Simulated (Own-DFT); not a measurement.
# Response to strain: beta-Si3N4, 112 atoms (N64Si48)

These are calculations, not measurements. The program, named Own-DFT, is a retired in-house plane-wave density functional code that no person has reviewed. Each row is one single-point run on a periodic cell that was not relaxed, without spin or spin-orbit coupling.

Settings of every run: PBE; PseudoDojo norm-conserving scalar-relativistic files; cutoff 42 hartree; 2 x 2 x 4 k mesh centred on Gamma; Fermi-Dirac smearing of 0.1 eV.

Known limits: forces on such cells moved up to 12 meV/angstrom on a denser k mesh; stress not checked against mesh or cutoff.

Unstrained cell vectors in Å: (15.212, 0.000, 0.000); (-7.606, 13.174, 0.000); (0.000, 0.000, 5.818). The unstrained cell has measured lattice constants (interpolated for alloys), not those of this functional. That, the random moves and any unrelaxed bonds set the pressure at no strain. Each run strains this cell uniformly, with the atoms carried along. Every atom was also moved at random, by a Gaussian of width 0.05 Å on each axis. Strain is the symmetric tensor, in per cent. Stress is positive in tension, and the pressure is minus a third of its trace.

| run | e_xx (%) | e_yy (%) | e_zz (%) | e_yz (%) | e_xz (%) | e_xy (%) | s_xx (GPa) | s_yy (GPa) | s_zz (GPa) | s_yz (GPa) | s_xz (GPa) | s_xy (GPa) | P (GPa) | E (meV/atom) |
|---|---|---|---|---|---|---|---|---|---|---|---|---|---|---|
| 1 | -0.39 | 1.10 | 1.63 | -1.64 | -1.72 | 0.76 | -8.13 | 0.06 | -0.43 | -4.53 | -6.16 | 3.35 | 2.83 | 16.3 |
| 2 | -1.25 | -0.21 | 1.38 | 1.05 | 0.57 | -0.07 | -14.00 | -9.64 | -1.66 | 1.35 | 2.21 | 0.28 | 8.43 | 14.5 |
| 3 | 0.34 | -0.77 | 1.12 | -1.44 | -1.50 | -1.34 | -6.78 | -7.08 | -6.24 | -4.89 | -5.59 | -6.68 | 6.70 | 27.1 |
| 4 | -0.48 | -0.88 | 1.57 | -0.17 | 1.63 | -0.65 | -8.27 | -11.14 | -3.54 | -0.19 | 5.33 | -2.52 | 7.65 | 21.6 |
| 5 | 1.48 | -0.84 | 1.04 | 1.14 | -1.23 | 0.52 | 1.45 | -8.09 | -4.59 | 3.77 | -3.50 | 0.97 | 3.74 | 5.4 |
| 6 | -1.69 | 1.73 | -1.39 | -1.94 | 1.88 | -0.77 | -16.89 | -0.90 | -20.63 | -6.13 | 6.80 | -2.77 | 12.81 | 42.7 |
| 7 | -0.50 | -0.23 | 1.95 | 0.55 | -0.49 | -0.20 | -6.58 | -11.20 | 2.70 | 2.12 | -2.00 | 0.86 | 5.03 | 0.0 |
| 8 | 0.00 | -1.68 | -1.51 | -0.49 | 1.58 | 1.30 | -10.12 | -18.46 | -25.81 | -2.30 | 4.40 | 5.44 | 18.13 | 50.5 |
| 9 | -0.63 | 1.46 | -0.80 | -1.57 | -0.68 | 1.89 | -8.72 | -2.09 | -14.34 | -5.60 | -2.49 | 6.53 | 8.38 | 16.5 |
| 10 | 0.08 | -1.85 | 0.52 | 0.53 | -0.59 | -1.91 | -11.47 | -16.87 | -7.34 | 1.30 | -2.37 | -9.52 | 11.89 | 28.9 |
| 11 | -0.46 | 0.92 | 0.18 | 1.35 | -1.85 | -0.91 | -6.19 | -5.25 | -9.09 | 5.50 | -5.10 | -4.17 | 6.85 | 19.1 |
| 12 | 1.17 | -0.60 | -1.28 | -1.65 | 0.52 | -0.40 | -2.62 | -9.62 | -21.24 | -5.08 | 4.14 | -0.25 | 11.16 | 42.7 |
| 13 | -1.57 | -0.14 | 1.40 | -1.18 | -1.45 | 1.26 | -14.11 | -11.75 | -2.22 | -2.72 | -4.62 | 4.14 | 9.36 | 40.5 |
| 14 | 1.59 | 0.59 | 1.95 | -0.23 | 1.42 | 1.58 | 1.31 | -1.93 | 5.21 | -0.41 | 5.02 | 6.81 | -1.53 | 3.4 |
| 15 | 0.93 | 1.56 | -0.68 | 0.91 | 1.34 | -0.65 | ? | ? | ? | ? | ? | ? | ? | ? |

E is the free energy for each atom above the lowest run shown.

## Worked fit

Each stress component was fitted by least squares to a constant and the strains of the runs shown, as fractions, with shears doubled. Shear strains stay in the fit of a normal stress only where such slopes are resolved. The slopes, in GPa:

```
stress  at no strain  per e_xx  per e_yy  per e_zz  scatter
  s_xx          -7.4  515 ± 52  118 ± 48   78 ± 39     1.81
  s_yy          -7.6  178 ± 52  523 ± 48   58 ± 40     1.82
  s_zz         -11.6   53 ± 46  130 ± 43  721 ± 35     1.60
```

Each shear stress against twice its own strain: yz 153 ± 13, xz 167 ± 10, xy 202 ± 15 GPa. These are stiffnesses along x, y and z of the frame in which the cell vectors are given, which need not be the crystal's axes. The atoms are held to the strained lattice; where symmetry lets them move under strain, relaxing them would lower some slopes. The table should be nearly symmetric about its diagonal, and what it lacks of that shows the noise. A ninth of its sum, 264 ± 8 GPa, estimates the bulk modulus near the mean pressure of these runs, 8.0 GPa, so it lies above the value at zero pressure.

## Withheld run

Question: what normal stresses and pressure should run 15 give?

The fit gives s_xx = -1.3, s_yy = 1.8, s_zz = -13.9 and P = 4.5 GPa. The calculation gave -3.43, 1.56, -13.25 and P = 5.04 GPa.
